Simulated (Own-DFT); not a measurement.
# From a pressure shift to a lattice shift: C40 NbSi2, 36 atoms (Nb12Si24)

Everything here is calculated. The program is Own-DFT (plane waves, in-house, since retired, never reviewed by a person); positions were held fixed, and spin and spin-orbit coupling were off.

Known weak points: forces on such cells failed a check on a denser k mesh; stress not checked against mesh or cutoff.

Each geometry was run with PBE and with PBEsol, otherwise alike: PseudoDojo norm-conserving scalar-relativistic files made for PBE; cutoff 42 hartree; 4 x 4 x 5 k mesh centred on Gamma; cold (Marzari-Vanderbilt) smearing of 0.2 eV. Unstrained cell vectors in Å: (0.000, 8.324, 0.000); (-9.613, 0.000, 0.000); (0.000, 0.000, 6.586). Each has a uniform strain, of which the change of volume is shown, and random moves of rms u per axis.

| run | volume change (%) | u (Å) | P with PBE (GPa) | P with PBEsol (GPa) |
|---|---|---|---|---|
| 1 | 1.15 | 0.0469 | 0.32 | -3.28 |
| 2 | -2.18 | 0.0509 | 6.60 | 2.86 |
| 3 | -0.63 | 0.0523 | 4.25 | 0.57 |
| 4 | -2.81 | 0.0527 | 8.99 | 5.20 |
| 5 | 1.61 | 0.0496 | -0.35 | -3.93 |
| 6 | 1.97 | 0.0481 | -0.60 | -4.17 |
| 7 | 2.27 | 0.0502 | -1.32 | -4.87 |
| 8 | 1.73 | 0.0592 | 0.60 | -2.98 |
| 9 | 3.49 | 0.0507 | -2.79 | -6.29 |
| 10 | 2.26 | 0.0514 | -0.75 | -4.31 |
| 11 | 0.93 | 0.0462 | 1.09 | ? |

The question: by how much does PBEsol shrink this cell, and what belongs in the blank?

## Worked answer

Write v for the change of volume as a fraction. Fitted to v and u², the PBE pressure has a slope of -181 ± 7 GPa in v, with the ions held to the strained lattice. The difference PBEsol less PBE is -3.65 + 4.4 v GPa (slope ± 0.1) and averages -3.62 GPa. Divided by the mean slope of the two, 179 GPa, that makes PBEsol's volume at a given pressure, near 0 GPa, about 2.0 % smaller, or 0.67 % in lengths. At one volume PBEsol's slope is the smaller by 4 GPa, but its pressure there is lower too. If stiffness rises by about 4 GPa for each GPa, PBEsol at equal pressure is stiffer by about 10 GPa. Files made for PBEsol would give a different shift.

For run 11 the line gives -2.52 GPa. The run itself gave -2.51 GPa.
